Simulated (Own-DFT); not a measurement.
SiC (4H silicon carbide, atoms displaced) (calculated)

All values are calculated (Own-DFT development build). A calculation, not a measurement: plane-wave PBE density functional theory by an unreviewed code, no spin, of a simulated periodic cell, stress positive in tension, free energy of the whole cell less one offset for each atom, forces on such cells passed a denser k mesh, this cell's mesh not checked; offsets are fitted by least squares, one for each functional and potential file, so energies compare only between cells with the same atoms and settings and are not formation energies; the far tail of each file's local potential was reset to the Coulomb form; each entry is a single point on an unrelaxed cell, so the pressure reflects the starting lattice, mostly measured values (interpolated for alloys), from which strain is counted, and rises with the displacements; printed positions are rounded, which can move forces by about a meV/angstrom; the program, named Own-DFT, is a retired in-house code; no spin-orbit coupling.

```yaml
- formula: SiC
  kind: "4H silicon carbide, atoms displaced"
  structure:
    cell_angstrom: [[6.1654, 0.0, 0.0], [-3.0827, 5.3394, 0.0], [0.0, 0.0, 10.0681]]
    atoms_fractional:
      - [Si, 0.00821, 0.01856, 0.3982]
      - [Si, 0.18499, 0.3774, 0.14705]
      - [C, 0.98371, 0.97595, 0.0957]
      - [C, 0.16904, 0.30672, 0.33981]
      - [Si, 0.00716, 0.4986, 0.41547]
      - [Si, 0.18075, 0.84796, 0.1472]
      - [C, 0.9969, 0.4714, 0.10208]
      - [C, 0.17593, 0.80814, 0.3405]
      - [Si, 0.47071, 0.00953, 0.40642]
      - [Si, 0.62225, 0.31062, 0.15407]
      - [C, 0.49188, 0.01137, 0.09173]
      - [C, 0.68986, 0.35652, 0.36256]
      - [Si, 0.49361, 0.487, 0.40653]
      - [Si, 0.64254, 0.82873, 0.15637]
      - [C, 0.46128, 0.47354, 0.07871]
      - [C, 0.6606, 0.80588, 0.34373]
      - [Si, 0.98292, 0.97125, 0.90957]
      - [Si, 0.78986, 0.62627, 0.67955]
      - [C, 0.99412, 0.97432, 0.58551]
      - [C, 0.84182, 0.69558, 0.84665]
      - [Si, 0.01104, 0.50987, 0.90974]
      - [Si, 0.85229, 0.19139, 0.65116]
      - [C, 0.01064, 0.49045, 0.59483]
      - [C, 0.85677, 0.19176, 0.84384]
      - [Si, 0.49275, 0.99082, 0.89487]
      - [Si, 0.34402, 0.7006, 0.64783]
      - [C, 0.49009, 0.01959, 0.60248]
      - [C, 0.32101, 0.66449, 0.84263]
      - [Si, 0.50128, 0.52927, 0.90639]
      - [Si, 0.3667, 0.19491, 0.64875]
      - [C, 0.47042, 0.4947, 0.60442]
      - [C, 0.34434, 0.1606, 0.85153]
  settings:
    functional: PBE
    potential_files: "PseudoDojo norm-conserving, scalar-relativistic, standard set"
    "wave_cutoff [hartree]": 42.0
    occupations: Fermi-Dirac
    "smearing_width [eV]": 0.1
    hardware: "one NVIDIA H100"
    k_mesh: "5 x 5 x 3 centred on Gamma"
  results:
    "free_energy_of_cell_above_offsets [eV]": "7.094"
    "pressure [GPa]": 12.2
    "stress_xx [GPa]": -11.59
    "stress_yy [GPa]": -17.62
    "stress_zz [GPa]": -7.38
    "stress_yz [GPa]": -0.11
    "stress_xz [GPa]": -0.67
    "stress_xy [GPa]": 1.31
    force_element: [Si, Si, C, C, Si, Si, C, C, Si, Si, C, C, Si, Si, C, C, Si, Si, C, C, Si, Si, C, C, Si, Si, C, C, Si, Si, C, C]
    "force_x [eV/angstrom]": [-0.302, 1.306, -1.05, -0.652, 1.359, -2.579, -7.951, -2.735, 4.702, 2.939, 2.208, -2.247, -0.285, 2.147, 4.547, -1.451, 0.869, 2.245, -0.828, -0.104, -1.627, 1.54, -1.652, -0.912, 1.732, -0.717, 5.026, 1.012, 1.264, -6.515, 1.261, -2.551]
    "force_y [eV/angstrom]": [-8.081, -7.919, 1.05, 6.22, 0.068, -3.552, 4.577, 1.737, -0.058, 4.257, -2.625, -3.446, 1.442, 0.055, 3.911, 2.856, 10.12, 3.565, 1.509, -8.023, -1.426, -5.535, 3.882, -2.793, 2.636, -2.742, -0.674, 1.501, -3.852, -4.29, 3.541, 2.092]
    "force_z [eV/angstrom]": [2.301, 4.791, -0.414, -1.667, -1.557, 2.427, -3.366, -1.207, 1.042, 1.502, -1.708, -2.933, 1.086, 0.713, 1.291, -0.264, 2.02, -6.11, 1.316, 0.219, 1.189, 1.74, 0.195, -0.453, 1.423, 2.083, -3.273, -1.102, -1.635, 4.531, -2.223, -1.956]
    "wall_time [s]": 116.7
```
